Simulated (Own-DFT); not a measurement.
# Computed records: SiC (4H silicon carbide, atoms displaced)

Computed with Own-DFT development build. A calculation, not a measurement: plane-wave PBE density functional theory by an unreviewed code, no spin, of a simulated periodic cell, stress positive in tension, free energy of the whole cell less one offset for each atom, forces on such cells passed a denser k mesh, this cell's mesh not checked; offsets are fitted by least squares, one for each functional and potential file, so energies compare only between cells with the same atoms and settings and are not formation energies; the far tail of each file's local potential was reset to the Coulomb form; each entry is a single point on an unrelaxed cell, so the pressure reflects the starting lattice, mostly measured values (interpolated for alloys), from which strain is counted, and rises with the displacements; printed positions are rounded, which can move forces by about a meV/angstrom; the program, named Own-DFT, is a retired in-house code; no spin-orbit coupling.

Settings shared by all entries: functional PBE; potential files PseudoDojo norm-conserving, scalar-relativistic, standard set; wave cutoff 42 hartree; occupations Fermi-Dirac; smearing width 0.1 eV; hardware one NVIDIA H100; k mesh 5 x 5 x 3 centred on Gamma.

(1) SiC (4H silicon carbide, atoms displaced)

```xyz
32
Lattice="6.1654 0.0000 0.0000 -3.0827 5.3394 0.0000 0.0000 0.0000 10.0681" Properties=species:S:1:pos:R:3 SiC
Si     3.0693     5.3199     4.0657
Si     0.0151     1.8124     1.6439
C      0.0470     0.0702     0.9905
C      0.0593     1.8249     3.4149
Si    -1.4969     2.7575     4.0981
Si    -1.4622     4.4459     1.5761
C      4.6249     2.6568     0.9547
C     -1.4802     4.4117     3.5045
Si    -0.1050     5.2872     4.1868
Si     3.1107     1.7738     1.5573
C      0.0003     5.3100     0.8730
C      3.1250     1.8597     3.4937
Si     1.5535     2.6442     4.0776
Si     1.4999     4.4246     1.5331
C      1.5175     2.6760     0.9916
C      1.5625     4.4739     3.4083
Si    -3.0473     5.3183     9.1066
Si     3.0384     3.5556     6.6770
C     -0.0147     0.0429     6.0891
C      2.9881     3.4990     8.4065
Si     4.4903     2.7358     9.1035
Si     4.7313     0.8853     6.6076
C     -1.5839     2.7474     5.9313
C      4.6400     0.9345     8.4726
Si    -0.0400     5.3033     9.0315
Si    -0.1204     3.5163     6.5764
C      0.0565     5.2996     6.0126
C     -0.0340     3.5173     8.4556
Si     1.5295     2.6728     9.1183
Si     1.5778     0.9202     6.6537
C      1.5084     2.5484     5.9126
C      1.4967     0.8759     8.5619
```

| Property | Result |
| --- | --- |
| free energy of cell above offsets | -2.753 eV |
| pressure | 5.21 GPa |
| stress xx | -5.05 GPa |
| stress yy | -3.62 GPa |
| stress zz | -6.95 GPa |
| stress yz | 0.46 GPa |
| stress xz | -0.3 GPa |
| stress xy | -1.49 GPa |
| wall time | 129.2 s |

Force:
```
element  x (eV/Å)  y (eV/Å)  z (eV/Å)
     Si     0.191     0.714     0.534
     Si    -0.387    -0.476    -2.511
      C    -0.487    -1.944    -0.852
      C     -1.21    -0.944     2.447
     Si    -0.556    -3.037    -0.271
     Si    -1.664     0.123      0.01
      C    -0.108     0.764    -0.589
      C    -1.863     1.845    -1.453
     Si     3.806     2.336    -1.353
     Si    -0.619    -0.126      0.91
      C     0.398     0.671     0.224
      C    -0.188    -1.901    -0.476
     Si     0.837      1.21    -0.597
     Si     1.576      1.31     0.519
      C     0.984    -0.218    -1.649
      C    -1.317    -0.469     1.508
     Si    -2.079      0.66     1.314
     Si    -0.588    -0.086    -4.387
      C     2.348    -1.954    -2.443
      C     0.605     1.457     3.368
     Si     2.729    -1.969     0.666
     Si    -3.426     1.549     0.329
      C    -0.794    -1.701     0.864
      C    -0.649    -0.636     0.678
     Si     1.324      0.48     0.813
     Si     2.988     0.488     0.455
      C    -0.642     0.557     0.648
      C    -0.617     0.336      0.36
     Si    -1.791     -0.74     1.157
     Si    -0.133    -1.696    -0.158
      C    -0.014     2.853     1.425
      C     1.346     0.544     -1.49
```

(2) SiC (4H silicon carbide, atoms displaced)

```xyz
32
Lattice="6.1654 0.0000 0.0000 -3.0827 5.3394 0.0000 0.0000 0.0000 10.0681" Properties=species:S:1:pos:R:3 SiC
Si     3.0681     5.3122     4.0541
Si    -0.0894     1.7833     1.5931
C     -0.0013     0.0539     0.8622
C     -0.0499     1.7787     3.4818
Si    -1.5182     2.6843     4.1836
Si    -1.6053     4.4425     1.5530
C     -1.4499     2.6503     0.9870
C     -1.4736     4.4255     3.4406
Si    -0.0019     5.3223     4.1417
Si     3.1019     1.8248     1.6530
C      3.0981     0.0268     0.9462
C      3.0131     1.9547     3.4376
Si     1.5763     2.6432     4.0086
Si     1.4388     4.3865     1.5668
C      1.4571     2.7425     0.8986
C      1.5555     4.3159     3.4516
Si     0.0300     0.1200     9.1718
Si     3.0353     3.5457     6.5497
C      2.9789     5.3206     6.0213
C      3.0530     3.5517     8.4306
Si     4.6448     2.5947     9.0099
Si     4.6242     0.8455     6.7311
C     -1.5182     2.7069     5.8792
C      4.6208     0.8364     8.4411
Si     3.0975     0.0112     9.1805
Si    -0.0013     3.4733     6.6616
C      3.0370     0.0174     5.9522
C      0.0397     3.6051     8.4910
Si     1.5639     2.6736     9.2530
Si     1.4133     0.9556     6.5491
C      1.5340     2.6651     5.8771
C      1.6194     0.9011     8.4983
```

| Property | Result |
| --- | --- |
| free energy of cell above offsets | -1.404 eV |
| pressure | 6.49 GPa |
| stress xx | -3.31 GPa |
| stress yy | -3.77 GPa |
| stress zz | -12.39 GPa |
| stress yz | -0.48 GPa |
| stress xz | 0.38 GPa |
| stress xy | 2.2 GPa |
| wall time | 112.7 s |

Force:
```
element  x (eV/Å)  y (eV/Å)  z (eV/Å)
     Si     0.098    -0.155     0.558
     Si     2.832    -0.928     0.723
      C    -0.873    -1.085     3.013
      C     0.632    -0.852    -0.467
     Si    -0.512      0.08    -4.314
     Si     1.307     0.381    -0.114
      C    -3.933     1.317    -2.322
      C    -1.381     0.773     0.436
     Si     0.566     0.523    -1.366
     Si    -0.312     -0.03    -2.344
      C    -1.185     0.449     0.859
      C     4.045    -3.921     0.647
     Si    -3.724    -0.028      2.16
     Si     1.664     2.119     0.412
      C     1.063    -2.389     3.199
      C    -0.635     3.777    -0.604
     Si     0.621    -2.469     -2.94
     Si     0.661    -0.285     0.689
      C      1.17     0.225    -1.491
      C     0.824     0.267     1.634
     Si    -0.629      2.25     1.598
     Si    -1.926     0.583    -5.299
      C     -0.76    -1.064     5.361
      C     0.452     0.682     3.583
     Si    -0.361    -0.263     -1.26
     Si     0.209     2.405    -2.047
      C     0.053    -0.236     1.784
      C    -0.409     -1.61     0.895
     Si     0.273     0.163     -4.83
     Si     2.293    -1.674      0.87
      C    -0.607      0.13     0.893
      C    -1.515     0.864     0.087
```

(3) SiC (4H silicon carbide, atoms displaced)

```xyz
32
Lattice="6.1654 0.0000 0.0000 -3.0827 5.3394 0.0000 0.0000 0.0000 10.0681" Properties=species:S:1:pos:R:3 SiC
Si    -0.0326     0.0774     4.1052
Si    -0.0370     1.8831     1.5794
C      2.9832     5.2568     1.0235
C      0.0201     1.8061     3.4178
Si    -1.4802     2.7252     4.1688
Si    -1.5286     4.4954     1.4942
C     -1.4897     2.6509     1.0948
C     -1.5993     4.4324     3.4425
Si     0.0217     5.2990     4.1358
Si     2.9159     1.8037     1.6234
C      3.0271     0.0119     0.9726
C      2.9916     1.7608     3.4305
Si     1.6211     2.6883     4.0728
Si     1.4985     4.3871     1.5222
C      1.5217     2.6005     0.9831
C      1.6110     4.4556     3.4515
Si     6.1057     0.0343     9.2069
Si     3.0028     3.5740     6.4916
C      3.0073     5.3341     5.9463
C      3.0628     3.6221     8.5237
Si    -1.5599     2.7062     9.2117
Si     4.6876     0.8063     6.5764
C      4.6407     2.6053     5.9757
C      4.7052     0.8870     8.4946
Si    -0.0012     5.3231     9.2278
Si    -0.0221     3.5027     6.6110
C      3.0485     0.0267     5.9566
C     -0.0203     3.5798     8.5330
Si     1.4909     2.7866     9.0930
Si     1.6402     0.9176     6.6137
C      1.5457     2.7331     5.8809
C      1.4729     0.8684     8.4973
```

| Item | Value |
| --- | --- |
| free energy of cell above offsets | -1.899 eV |
| pressure | 5.94 GPa |
| stress xx | -7.87 GPa |
| stress yy | -3.47 GPa |
| stress zz | -6.49 GPa |
| stress yz | 0.53 GPa |
| stress xz | 0.14 GPa |
| stress xy | 2.13 GPa |
| wall time | 114.8 s |

Force:
```
element  x (eV/Å)  y (eV/Å)  z (eV/Å)
     Si     1.137    -0.826      -1.5
     Si     1.144    -3.849     1.345
      C      1.78     2.202    -1.666
      C    -0.018     0.814     1.691
     Si    -1.086    -1.003    -2.961
     Si    -2.137    -1.542     2.838
      C    -3.894     1.619     -3.21
      C     1.139      1.02     0.772
     Si    -0.897      0.35    -2.358
     Si      4.43    -1.274     0.289
      C     1.279     0.455    -0.105
      C      2.57    -0.745     1.681
     Si    -2.145     0.253    -1.044
     Si    -0.344     0.709     2.319
      C     -1.78     2.272    -2.538
      C    -1.675     0.067     -0.08
     Si     1.397    -0.637    -0.528
     Si     2.402     0.063     2.389
      C     3.241    -0.156    -0.328
      C         0    -0.798     -0.68
     Si    -0.282    -0.972    -0.706
     Si    -2.501     1.792     1.639
      C    -0.767     0.647     0.976
      C    -2.774     0.867     0.396
     Si     -0.23     1.661    -2.841
     Si    -0.014      1.37     0.034
      C     1.505    -1.483      1.04
      C    -0.767     0.387    -0.448
     Si     1.465    -2.916     0.613
     Si    -2.749     0.132     0.292
      C    -0.991    -1.678     1.986
      C     1.562     1.196     0.692
```
